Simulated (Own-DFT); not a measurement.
SiC (4H silicon carbide, strained, atoms displaced), SiC (4H silicon carbide, atoms displaced) (calculated)

Computed with Own-DFT development build. A calculation, not a measurement: plane-wave PBE density functional theory by an unreviewed code, no spin, of a simulated periodic cell, stress positive in tension, free energy of the whole cell less one offset for each atom, forces on such cells passed a denser k mesh, this cell's mesh not checked; offsets are fitted by least squares, one for each functional and potential file, so energies compare only between cells with the same atoms and settings and are not formation energies; the far tail of each file's local potential was reset to the Coulomb form; each entry is a single point on an unrelaxed cell, so the pressure reflects the starting lattice, mostly measured values (interpolated for alloys), from which strain is counted, and rises with the displacements; printed positions are rounded, which can move forces by about a meV/angstrom; the program, named Own-DFT, is a retired in-house code; no spin-orbit coupling.

Common to all runs: functional PBE; potential files PseudoDojo norm-conserving, scalar-relativistic, standard set; wave cutoff 42 hartree; occupations Fermi-Dirac; smearing width 0.1 eV.

(1) SiC (4H silicon carbide, strained, atoms displaced)

```xyz
32
Lattice="6.0892 0.0462 -0.1207 -3.0045 5.2870 0.1188 -0.1971 0.1103 10.0299" Properties=species:S:1:pos:R:3 SiC
Si     3.0043     5.3606     4.0877
Si    -0.0739     1.7476     1.6137
C     -2.9784     5.2578     0.9435
C     -0.1096     1.7929     3.4431
Si    -1.5573     2.6692     4.1572
Si    -1.5611     4.3714     1.6096
C     -1.5127     2.6574     0.9720
C     -1.4924     4.3649     3.5940
Si    -0.0035     5.2359     4.1412
Si     3.0648     1.8228     1.5059
C     -0.0654     5.3016     1.0226
C      3.0193     1.8045     3.3572
Si     1.4344     2.6799     3.9713
Si     1.4975     4.4231     1.5823
C      1.4601     2.6601     0.8324
C      1.4512     4.4934     3.5738
Si    -3.1720     5.3778     9.1326
Si     2.9082     3.6619     6.5736
C     -0.1194     0.0868     5.9501
C      2.8963     3.6171     8.4437
Si     4.3719     2.8087     8.9903
Si     4.4586     1.0677     6.5304
C     -1.5827     2.7446     6.0969
C      4.4468     1.0466     8.4777
Si    -0.0662     5.4085     9.1810
Si    -0.0961     3.7066     6.5894
C     -0.1285     5.3332     6.0033
C     -0.1367     3.7305     8.5023
Si     1.3589     2.7064     9.0384
Si     1.4229     0.9701     6.5125
C      1.4409     2.6934     5.8912
C      1.3798     0.9859     8.4363
```

Here we set hardware one NVIDIA H100 and k mesh 5 x 5 x 3 centred on Gamma.

Results for SiC (4H silicon carbide, strained, atoms displaced): free energy of cell above offsets -2.892 eV; pressure 9.81 GPa; stress xx -11.04 GPa; stress yy -11.3 GPa; stress zz -7.1 GPa; stress yz 4.11 GPa; stress xz -6.32 GPa; stress xy 4.13 GPa; wall time 119.3 s.

Force:
| element | x (eV/Å) | y (eV/Å) | z (eV/Å) |
| --- | --- | --- | --- |
| Si | 0.727 | -0.353 | -0.016 |
| Si | 1.53 | -0.381 | -2.139 |
| C | -2.116 | 0.519 | 2.408 |
| C | 1.003 | -0.756 | 0.396 |
| Si | -1.263 | -0.938 | 0.822 |
| Si | 1.058 | 0.514 | 1.253 |
| C | -0.767 | -0.525 | -0.357 |
| C | -2.001 | 1.502 | -1.736 |
| Si | -1.832 | 3.346 | 0.411 |
| Si | -1.448 | -0.591 | -0.554 |
| C | 1.611 | 0.438 | -0.139 |
| C | -0.569 | -0.177 | 1.153 |
| Si | 1.299 | -0.367 | 1.418 |
| Si | 0.238 | 0.162 | -0.601 |
| C | 0.664 | -0.13 | 2.722 |
| C | 2.555 | -1.753 | -2.936 |
| Si | 1.259 | -0.587 | 0.709 |
| Si | 0.449 | -0.723 | -0.691 |
| C | -0.494 | 0.163 | 0.44 |
| C | -1.433 | 1.138 | -0.769 |
| Si | 2.398 | 0.274 | 0.884 |
| Si | -0.426 | -1.539 | 0.189 |
| C | -0.975 | 0.168 | -1.508 |
| C | -1.125 | 0.056 | -2.053 |
| Si | -1.21 | 0.532 | 0.23 |
| Si | 0.758 | -3.155 | 1.702 |
| C | 1.765 | 3.051 | -0.703 |
| C | -0.088 | -1.911 | -0.699 |
| Si | -0.626 | 1.304 | -0.046 |
| Si | -0.561 | 0.032 | 1.093 |
| C | -0.457 | 1.233 | 0.077 |
| C | 0.076 | -0.546 | -0.961 |

(2) SiC (4H silicon carbide, atoms displaced)

```xyz
72
Lattice="9.2481 0.0000 0.0000 -4.6241 8.0091 0.0000 0.0000 0.0000 10.0681" Properties=species:S:1:pos:R:3 SiC
Si     9.2467     0.0021     4.1226
Si     0.0423     1.7636     1.5611
C      4.5881     7.9978     0.9833
C      0.0156     1.7633     3.4336
Si    -1.4868     2.6787     4.0357
Si    -1.5172     4.4094     1.5491
C      7.6940     2.6505     0.9074
C     -1.5190     4.4662     3.4199
Si     6.1656     5.3081     4.0732
Si    -3.0374     7.0548     1.5816
C      6.1536     5.3395     0.9315
C     -3.0848     7.0898     3.4233
Si    -1.5043     8.0086     4.1486
Si     3.0604     1.7693     1.5763
C     -1.5728     7.9762     0.9122
C      3.0728     1.7768     3.4330
Si     1.5812     2.7315     4.0693
Si     1.5240     4.4535     1.6237
C      1.5672     2.6318     0.9112
C      1.5052     4.4565     3.4960
Si     0.0078     5.3193     4.1169
Si    -0.0165     7.1275     1.5889
C     -0.0428     5.3154     0.9378
C      0.0283     7.2050     3.4497
Si     1.5402     7.9350     4.1160
Si     6.1882     1.7891     1.5600
C      1.5237     7.9215     0.9880
C      6.1262     1.7097     3.4431
Si     4.5886     2.6437     4.0725
Si     4.5856     4.4324     1.5885
C      4.6010     2.6716     0.9381
C      4.6092     4.4845     3.4443
Si     3.1103     5.3701     4.0846
Si     3.0640     7.1786     1.6031
C      3.0508     5.4118     0.9380
C      3.0962     7.0993     3.4586
Si     4.5710     7.9697     9.0700
Si     4.5940     6.2786     6.6128
C      9.2116     0.0047     6.0163
C      4.6183     6.2204     8.4970
Si     6.1561     5.3292     9.1293
Si     6.2642     3.5273     6.6452
C      6.1736     5.3061     5.9805
C      6.1719     3.5386     8.4976
Si     7.6469     2.6252     9.1627
Si     7.6331     0.8876     6.5728
C      7.7436     2.5985     5.9828
C      7.6651     0.8828     8.4825
Si     6.1899     0.0173     9.1482
Si     1.4966     6.2417     6.6390
C      1.5365     7.9769     5.9365
C      1.5560     6.2433     8.4405
Si     3.1154     5.3541     9.1143
Si     3.0680     3.5681     6.6328
C      3.1101     5.3014     5.9383
C      3.1119     3.6121     8.4682
Si     4.5783     2.6262     9.1123
Si     4.5983     0.9168     6.6732
C      4.6043     2.6844     5.9653
C      4.5616     0.8894     8.4988
Si     3.1212     0.0108     9.1306
Si    -1.5174     6.2400     6.6054
C     -1.5163     7.9687     5.9932
C     -1.5736     6.2312     8.4930
Si    -0.0105     5.3180     9.1233
Si     0.0339     3.5687     6.5651
C      0.0388     5.3182     6.0167
C     -0.0031     3.5379     8.4957
Si     1.5033     2.6664     9.1769
Si     1.4994     0.8579     6.6315
C      1.5609     2.6435     5.9695
C      1.4881     0.8257     8.5115
```

Settings of this run: k mesh 4 x 4 x 3 centred on Gamma.

It finds free energy of cell above offsets -10.327 eV; pressure 3.83 GPa; stress xx -2.5 GPa; stress yy -3.01 GPa; stress zz -5.98 GPa; stress yz 0.25 GPa; stress xz 0.27 GPa; stress xy -0.6 GPa.

Force:
| element | x (eV/Å) | y (eV/Å) | z (eV/Å) |
| --- | --- | --- | --- |
| Si | 0.333 | -0.313 | -0.847 |
| Si | -0.749 | -0.412 | -0.222 |
| C | 0.991 | 0.036 | -1.236 |
| C | 0.56 | 0.53 | 0.564 |
| Si | -1.483 | -0.767 | 0.571 |
| Si | -1.097 | 0.604 | -0.245 |
| C | 0.718 | -0.198 | 1.216 |
| C | -0.111 | -0.537 | 0.754 |
| Si | 0.054 | 0.456 | 0.355 |
| Si | -1.524 | 1.094 | -0.579 |
| C | 0.124 | -1.229 | 0.21 |
| C | 0.579 | 0.452 | 1.783 |
| Si | -0.992 | 0.001 | -1.379 |
| Si | 0.676 | -0.668 | -0.422 |
| C | 0.896 | 0.663 | 0.734 |
| C | -0.292 | -0.034 | 0.715 |
| Si | -0.674 | -1.897 | 0.585 |
| Si | 0.203 | 0.234 | -1.427 |
| C | -0.494 | 1.096 | 1.548 |
| C | 1.131 | 0.605 | -0.477 |
| Si | -0.506 | 1.324 | -0.312 |
| Si | -0.491 | -0.614 | -0.328 |
| C | 1.022 | 0.367 | 0.257 |
| C | -0.999 | -2.372 | 0.61 |
| Si | 0.698 | 1.549 | -1.01 |
| Si | -1.16 | -0.985 | 0.444 |
| C | -0.139 | 2.282 | -1.332 |
| C | 1.117 | 1.213 | 0.475 |
| Si | 0.939 | 0.506 | 0.169 |
| Si | 0.185 | 0.96 | -0.881 |
| C | 0.189 | -0.459 | -0.142 |
| C | 0.169 | -1.332 | 0.32 |
| Si | -0.47 | -0.682 | 0.128 |
| Si | 0.638 | -1.32 | -0.166 |
| C | 0.16 | -1.286 | 0.381 |
| C | -0.208 | 0.67 | 0.742 |
| Si | 0.41 | 0.476 | 1.774 |
| Si | 0.556 | -2.051 | -0.305 |
| C | 0.054 | 0.218 | -0.779 |
| C | 0.174 | -0.082 | -0.261 |
| Si | 0.091 | 0.021 | -0.251 |
| Si | -1.865 | 0.351 | -1.158 |
| C | 0.297 | 0.633 | -0.036 |
| C | -0.536 | -0.199 | 0.625 |
| Si | 1.287 | 0.813 | -1.546 |
| Si | 0.901 | -0.699 | 0.666 |
| C | 0.107 | 1.658 | -1.035 |
| C | 0.148 | 0.068 | -0.123 |
| Si | -1.11 | -1.108 | -0.029 |
| Si | 1.802 | -0.463 | -1.365 |
| C | -0.898 | 0.452 | 1.448 |
| C | -0.409 | -0.029 | 1.999 |
| Si | -1.072 | 0.064 | 0.277 |
| Si | 0.588 | -0.142 | -1.017 |
| C | -0.886 | 1.212 | 0.872 |
| C | -0.992 | -1.256 | 1.261 |
| Si | 0.546 | 1.568 | 0.159 |
| Si | 0.365 | -0.161 | -2.161 |
| C | 0.732 | -0.448 | 0.604 |
| C | 1.732 | -0.061 | 0.648 |
| Si | -2.24 | -1.175 | -0.151 |
| Si | -0.713 | -1.125 | 0.252 |
| C | -0.613 | 1.075 | 0.35 |
| C | 0.853 | -0.068 | 0.181 |
| Si | 0.1 | 0.311 | -0.444 |
| Si | -0.197 | -1.357 | 1.251 |
| C | -1.07 | 0.433 | -1.043 |
| C | -0.523 | -0.024 | 0.133 |
| Si | 0.702 | -0.193 | -2.246 |
| Si | 0.824 | 0.43 | -0.166 |
| C | -0.106 | 0.128 | -0.074 |
| C | 0.965 | 1.196 | 0.135 |

(3) SiC (4H silicon carbide, atoms displaced)

```xyz
72
Lattice="9.2481 0.0000 0.0000 -4.6241 8.0091 0.0000 0.0000 0.0000 10.0681" Properties=species:S:1:pos:R:3 SiC
Si     4.5907     7.9477     4.1146
Si    -0.0313     1.7956     1.5467
C      4.5622     7.9939     0.9124
C      0.0357     1.7185     3.4617
Si     7.7147     2.6466     4.0918
Si    -1.5145     4.4156     1.5912
C     -1.5421     2.6917     0.9554
C     -1.5245     4.4789     3.4536
Si     6.1377     5.3244     4.0785
Si    -3.0554     7.1216     1.5937
C      6.1699     5.3205     0.9522
C     -3.1068     7.0884     3.4674
Si    -1.5811     7.9690     4.1255
Si     3.0841     1.7555     1.5379
C     -1.5395     7.9897     0.9528
C      3.1130     1.7775     3.4437
Si     1.5403     2.6632     4.0875
Si     1.5955     4.4430     1.5475
C      1.5437     2.6694     0.9520
C      1.5172     4.4615     3.4952
Si    -0.0375     5.3590     4.0344
Si     0.0407     7.1218     1.5623
C      0.0019     5.3042     0.9231
C     -0.0374     7.0808     3.4535
Si     1.5309     7.9860     4.0955
Si     6.1645     1.7575     1.5572
C      1.5976     7.9854     0.9812
C      6.1566     1.7516     3.4612
Si     4.6195     2.6577     4.0920
Si     4.6642     4.4839     1.5885
C      4.6096     2.6649     0.8895
C      4.6632     4.4162     3.4382
Si     3.1144     5.3177     4.0589
Si     3.0906     7.0850     1.5238
C      3.1029     5.3354     0.9439
C      3.1110     7.0679     3.4783
Si     0.0099     0.0232     9.0491
Si     4.6150     6.1889     6.6051
C      4.6293     7.9940     6.0139
C      4.6100     6.2043     8.5699
Si    -3.0835     5.3420     9.1432
Si     6.1987     3.5139     6.6363
C      6.1054     5.2920     5.9942
C      6.1822     3.6332     8.4811
Si    -1.5509     2.7122     9.0981
Si     7.7118     0.9229     6.6309
C     -1.5404     2.6794     5.9990
C      7.7105     0.8798     8.4662
Si     6.1877     0.0089     9.1257
Si     1.5234     6.2174     6.6292
C      6.1500     0.0140     6.0119
C      1.5280     6.2429     8.5338
Si     3.0671     5.3151     9.1390
Si     3.1278     3.5598     6.6329
C      3.0445     5.3248     5.9544
C      3.1345     3.5498     8.4679
Si     4.5713     2.6670     9.1150
Si     4.5976     0.9412     6.5608
C      4.5701     2.6797     5.9810
C      4.6363     0.9256     8.4647
Si    -1.5463     7.9771     9.0755
Si    -1.5375     6.2066     6.5845
C      3.1662     0.0450     5.9969
C     -1.4990     6.2272     8.4410
Si    -0.0178     5.3345     9.1318
Si     0.0666     3.5734     6.6297
C      0.0160     5.3198     6.0013
C      0.0002     3.5874     8.4411
Si     1.5437     2.6523     9.1151
Si     1.5426     0.9468     6.6447
C      1.5096     2.6360     5.9605
C      1.5754     0.8718     8.4925
```

Settings of this run: k mesh 4 x 4 x 3 centred on Gamma.

Results for SiC (4H silicon carbide, atoms displaced): free energy of cell above offsets -10.983 eV; pressure 3.61 GPa; stress xx -2.86 GPa; stress yy -3.67 GPa; stress zz -4.3 GPa; stress yz 0.01 GPa; stress xz -0.15 GPa; stress xy 0.11 GPa.

Force:
| element | x (eV/Å) | y (eV/Å) | z (eV/Å) |
| --- | --- | --- | --- |
| Si | 0.767 | 0.88 | 0.012 |
| Si | 0.61 | -1.01 | 0.555 |
| C | 1.744 | 0.647 | -0.215 |
| C | -0.868 | 0.622 | 0.009 |
| Si | 0.298 | 0.157 | -0.064 |
| Si | -0.477 | 1.007 | -0.309 |
| C | -0.326 | -0.571 | -0.755 |
| C | -0.895 | -1.225 | 0.416 |
| Si | 0.752 | -0.154 | 0.538 |
| Si | -1.088 | -0.145 | -0.682 |
| C | 0.886 | 0.518 | 0.073 |
| C | 0.095 | 0.207 | 0.476 |
| Si | 0.653 | 0.935 | -0.666 |
| Si | 0.133 | 0.332 | 0.579 |
| C | 0.428 | -0.025 | -0.879 |
| C | -0.775 | -0.416 | 0.248 |
| Si | 0.187 | -0.161 | -0.426 |
| Si | -1.064 | -0.053 | 0.934 |
| C | -0.051 | -0.271 | -0.701 |
| C | 0.589 | -0.378 | -1.023 |
| Si | 1.128 | -0.703 | 1.601 |
| Si | -0.79 | -0.589 | 0.054 |
| C | 0.414 | 0.476 | 0.406 |
| C | 0.466 | 1.192 | -0.005 |
| Si | 0.12 | -0.39 | 0.253 |
| Si | -0.155 | 0.522 | 0.172 |
| C | -1.095 | 0.462 | -1.054 |
| C | 0.237 | 0.289 | 0.082 |
| Si | 0.175 | -0.201 | -0.211 |
| Si | -0.603 | -1.253 | -0.818 |
| C | 0.353 | 0.156 | 1.072 |
| C | -0.731 | 0.106 | 0.451 |
| Si | -0.781 | -0.397 | 0.575 |
| Si | 0.455 | 0.269 | 1.383 |
| C | 0.069 | -0.519 | -0.053 |
| C | -0.98 | 0.47 | -0.777 |
| Si | -0.325 | -0.907 | 1.407 |
| Si | -0.596 | 0.44 | 0.808 |
| C | 0.122 | 0.095 | -0.094 |
| C | 0.144 | 0.462 | -1.43 |
| Si | 0.35 | 0.685 | -0.266 |
| Si | -1.041 | 0.855 | -0.656 |
| C | 1.356 | 0.392 | -0.733 |
| C | -0.567 | -1.705 | 0.685 |
| Si | 0.113 | -0.53 | 0.199 |
| Si | -0.241 | -0.871 | -1.046 |
| C | 0.72 | -0.09 | -0.461 |
| C | 0.006 | 0.995 | 0.979 |
| Si | -0.515 | 0.115 | -0.09 |
| Si | 0.181 | 0.576 | -0.232 |
| C | 0.321 | -0.009 | -0.635 |
| C | 0.31 | -0.549 | -0.209 |
| Si | 0.216 | 0.433 | -0.275 |
| Si | -1.669 | 0.36 | -1.112 |
| C | 0.684 | 0 | 0.473 |
| C | -1.82 | 0.386 | 0.781 |
| Si | 2.019 | 0.027 | -0.174 |
| Si | 1.59 | -0.566 | 1.159 |
| C | 1.71 | 0.166 | -0.502 |
| C | -0.184 | -0.655 | 0.526 |
| Si | 1.053 | 0.352 | 0.721 |
| Si | -0.106 | 0.25 | -0.232 |
| C | -2.751 | -1.406 | -0.478 |
| C | -1.149 | -0.155 | 1.148 |
| Si | 0.497 | 0.207 | -0.387 |
| Si | -1.353 | -0.174 | -1.379 |
| C | -0.483 | 0.364 | -1.119 |
| C | 0.498 | -0.748 | 1.78 |
| Si | 0.117 | 0.54 | 0.074 |
| Si | 0.305 | -1.725 | -1.208 |
| C | 1.205 | 1.026 | 0.495 |
| C | -0.597 | 0.579 | 0.233 |

(4) SiC (4H silicon carbide, atoms displaced)

```xyz
72
Lattice="9.2481 0.0000 0.0000 -4.6241 8.0091 0.0000 0.0000 0.0000 10.0681" Properties=species:S:1:pos:R:3 SiC
Si     4.6098     8.0014     4.1011
Si    -0.0011     1.8310     1.5542
C      4.6232     8.0052     0.9363
C      0.0047     1.7757     3.3906
Si    -1.4993     2.6857     4.1083
Si    -1.5354     4.4529     1.5473
C      7.7147     2.6482     0.9631
C     -1.4955     4.4930     3.4871
Si     6.1091     5.3588     4.1049
Si    -3.0765     7.1711     1.5925
C      6.1688     5.3291     0.8974
C     -3.1147     7.1426     3.4726
Si     3.0974     0.0456     4.0965
Si     3.1022     1.8128     1.5592
C      3.0923     0.0164     0.9846
C      3.0927     1.7969     3.4947
Si     1.5124     2.6453     4.0395
Si     1.5791     4.3982     1.5635
C      1.5538     2.6602     0.9718
C      1.4948     4.4414     3.3983
Si    -0.0042     5.3127     4.1225
Si     0.0211     7.1314     1.5728
C      0.0437     5.3727     0.9428
C      0.0535     7.0680     3.4510
Si     6.1284     0.0341     4.0673
Si     6.1554     1.8028     1.5388
C      1.5577     8.0080     0.9847
C      6.1515     1.7552     3.4761
Si     4.6270     2.6949     4.1134
Si     4.6251     4.4511     1.6099
C      4.6058     2.6385     0.9482
C      4.6440     4.4423     3.4565
Si     3.0618     5.3778     4.0996
Si     3.1463     7.1394     1.5814
C      3.0418     5.3675     0.9382
C      3.0627     7.0899     3.4872
Si     0.0219     0.0158     9.1217
Si     4.6517     6.2606     6.6318
C     -4.5858     8.0039     5.9988
C      4.6355     6.2294     8.5447
Si    -3.0135     5.3270     9.1413
Si     6.2211     3.5702     6.5505
C      6.1215     5.3548     6.0172
C      6.1959     3.5966     8.5062
Si     7.6971     2.6673     9.1558
Si     7.7422     0.8928     6.6032
C     -1.5201     2.6615     5.9619
C      7.6426     0.8751     8.5284
Si     6.2321     0.0238     9.1068
Si     1.5174     6.2087     6.6111
C      6.1823     0.0406     5.9565
C      1.5960     6.2461     8.4973
Si     3.0714     5.4200     9.1026
Si     3.0890     3.6006     6.6070
C      3.1215     5.3857     5.9781
C      3.0830     3.4991     8.4917
Si     4.6200     2.7175     9.1511
Si     4.5572     0.8484     6.6192
C      4.6804     2.6774     6.0075
C      4.5989     0.8892     8.4799
Si     3.0435     0.0295     9.1116
Si    -1.5081     6.2306     6.5812
C     -1.5161     7.9445     5.9269
C     -1.5473     6.2094     8.5702
Si    -0.0432     5.3174     9.1450
Si    -0.0023     3.5823     6.6371
C      0.0055     5.3003     5.9412
C     -0.0010     3.4905     8.5051
Si     1.5571     2.6319     9.1295
Si     1.6006     0.9175     6.5795
C      1.5638     2.7122     5.9540
C      1.5360     0.9043     8.4727
```

Settings of this run: k mesh 4 x 4 x 3 centred on Gamma.

The calculation gives: free energy of cell above offsets -10.504 eV; pressure 3.75 GPa; stress xx -3.69 GPa; stress yy -3.09 GPa; stress zz -4.47 GPa; stress yz 0.71 GPa; stress xz 0.05 GPa; stress xy -0.66 GPa.

Force:
| element | x (eV/Å) | y (eV/Å) | z (eV/Å) |
| --- | --- | --- | --- |
| Si | -0.299 | 0.243 | -0.265 |
| Si | 0.122 | -1.503 | -0.046 |
| C | 0.796 | 1.097 | -0.114 |
| C | -0.411 | -0.309 | 1.604 |
| Si | -0.803 | -0.183 | -1.13 |
| Si | 0.405 | 0.57 | 0.748 |
| C | -0.284 | 0.939 | -0.472 |
| C | -1.853 | -0.824 | -0.345 |
| Si | 1.484 | 0.079 | -0.077 |
| Si | 0.001 | -1.063 | -0.345 |
| C | -0.001 | 0.383 | 1.781 |
| C | 0.678 | -0.093 | 0.199 |
| Si | 0.246 | -1.489 | -1.363 |
| Si | -0.391 | -1.181 | 1.028 |
| C | -0.131 | 0.238 | -0.813 |
| C | -0.004 | 0.224 | -0.605 |
| Si | 0.553 | 0.921 | 0.554 |
| Si | -0.85 | 1.827 | -0.339 |
| C | 0.003 | -0.193 | -1.104 |
| C | 1.079 | -0.271 | 1.701 |
| Si | 0.691 | 0.628 | -1.65 |
| Si | 0.101 | -0.242 | 0.118 |
| C | -0.632 | -1.182 | -0.139 |
| C | -1.426 | 0.956 | 0.585 |
| Si | 0.803 | -1.047 | 0.516 |
| Si | 0.175 | -1 | 1.264 |
| C | 0.389 | 0.481 | -1.097 |
| C | 0.434 | 1.624 | -0.631 |
| Si | 0.35 | -0.57 | 0.206 |
| Si | -0.194 | 0.317 | -1.458 |
| C | 0.581 | 1.364 | -0.101 |
| C | -0.866 | 0.385 | 0.54 |
| Si | -0.079 | -1.392 | -0.355 |
| Si | -1.66 | -0.502 | 0.346 |
| C | 1.318 | -0.516 | 0.07 |
| C | 0.481 | 1.362 | -0.395 |
| Si | -0.821 | -0.43 | -0.025 |
| Si | -0.641 | -0.282 | 0.636 |
| C | 0.057 | 0.873 | -0.282 |
| C | 0.665 | 0.356 | -0.737 |
| Si | -1.969 | 0.136 | -0.394 |
| Si | -0.897 | -0.235 | 1.519 |
| C | 1.459 | -0.059 | -0.908 |
| C | -0.156 | -0.866 | -0.323 |
| Si | -0.237 | -0.251 | -0.572 |
| Si | -0.799 | -0.19 | 0.289 |
| C | 0.669 | 0.247 | 0.416 |
| C | 2.907 | 1.312 | -1.046 |
| Si | -3.044 | -1.142 | 1.152 |
| Si | 1.042 | 1.159 | -0.363 |
| C | -0.651 | -0.917 | 0.471 |
| C | -2.141 | -0.056 | -0.435 |
| Si | 0.771 | -2.231 | 0.803 |
| Si | 0.832 | -0.437 | -0.167 |
| C | -0.761 | -0.457 | 0.174 |
| C | -0.327 | 1.841 | 0.278 |
| Si | 0.435 | -0.896 | -1.121 |
| Si | 2.2 | 1.172 | -0.383 |
| C | -1.283 | -0.165 | -0.434 |
| C | 0.379 | 0.057 | 0.869 |
| Si | 1.142 | -0.585 | 0.921 |
| Si | -0.887 | -0.962 | 0.909 |
| C | -0.581 | 1.181 | 0.971 |
| C | 0.717 | 1.184 | -1.99 |
| Si | 1.774 | 0.163 | 0.044 |
| Si | 0.349 | -1.177 | -0.533 |
| C | -0.024 | 0.664 | 1.509 |
| C | 0.064 | 1.1 | 0.388 |
| Si | 0.04 | 0.863 | 0.039 |
| Si | -0.736 | -0.125 | -0.088 |
| C | -0.331 | -0.478 | -0.054 |
| C | -0.024 | -0.447 | 0.053 |
